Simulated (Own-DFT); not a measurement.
# Shaking the atoms of zincblende GaP, 96 atoms (Ga48P48)

All numbers below are calculated, not measured. The program, named Own-DFT, is a retired in-house plane-wave density functional code that no person has reviewed. Each row is one single-point run on a periodic cell that was not relaxed, without spin or spin-orbit coupling.

Settings of every run: PBE; PseudoDojo norm-conserving scalar-relativistic files; cutoff 42 hartree; 2 x 3 x 3 k mesh centred on Gamma; Fermi-Dirac smearing of 0.1 eV.

Known limits, some of them of some rows only: some atoms lie very close together; forces on such cells moved up to 12 meV/angstrom on a denser k mesh; forces on such cells passed a denser k mesh, each cell not checked; stress not checked against mesh or cutoff.

Cell vectors in Å: (16.352, 0.000, 0.000); (0.000, 10.901, 0.000); (0.000, 0.000, 10.901). In each run every atom was moved at random and independently from its ideal site; u is the rms move along one axis. E is the free energy for each atom above the fitted value at u = 0, and F the rms of the force components.

| run | u (Å) | E (meV/atom) | F (eV/Å) | largest force (eV/Å) | P (GPa) |
|---|---|---|---|---|---|
| 1 | 0.0187 | 6.5 | 0.272 | 0.88 | 2.71 |
| 2 | 0.0198 | 7.3 | 0.284 | 0.85 | 2.72 |
| 3 | 0.0477 | 38.2 | 0.646 | 2.57 | 3.15 |
| 4 | 0.0498 | 42.8 | 0.729 | 3.10 | 3.21 |
| 5 | 0.0963 | ? | ? | ? | ? |
| 6 | 0.0999 | 189.8 | 1.810 | 9.93 | 5.51 |
| 7 | 0.1008 | 189.0 | 1.876 | 14.53 | 5.39 |
| 8 | 0.1489 | 503.3 | 3.349 | 13.67 | 9.77 |
| 9 | 0.1871 | 533.4 | 3.049 | 15.48 | 10.12 |

## Worked fit

For small independent moves the energy grows as E = (3/2) K u², with K the mean stiffness felt by one atom. The runs with u up to 0.11 Å give K = 12.1 ± 0.3 eV/Å², with residuals divided by u² + 0.0006 Å², since the noise grows with the moves. The scatter is 2.5 meV/atom at u = 0.05 Å. The forces follow F = G u with G = 15.8 eV/Å²; no force at u = 0 is resolved. G exceeds K because the moves of its neighbours add to the force on an atom, and stiffness differs between atoms. At u = 0.187 Å the parabola gives 634 meV/atom and the run 533. The pressure follows P = 2.56 + 286 u² GPa: at fixed volume, shortened bonds push harder than stretched ones pull.

## Withheld run

Question: what energy and rms force should run 5 give?

The fit gives 168 ± 9 meV/atom and about 1.52 eV/Å. The calculation gave 170.2 meV/atom and 1.483 eV/Å.
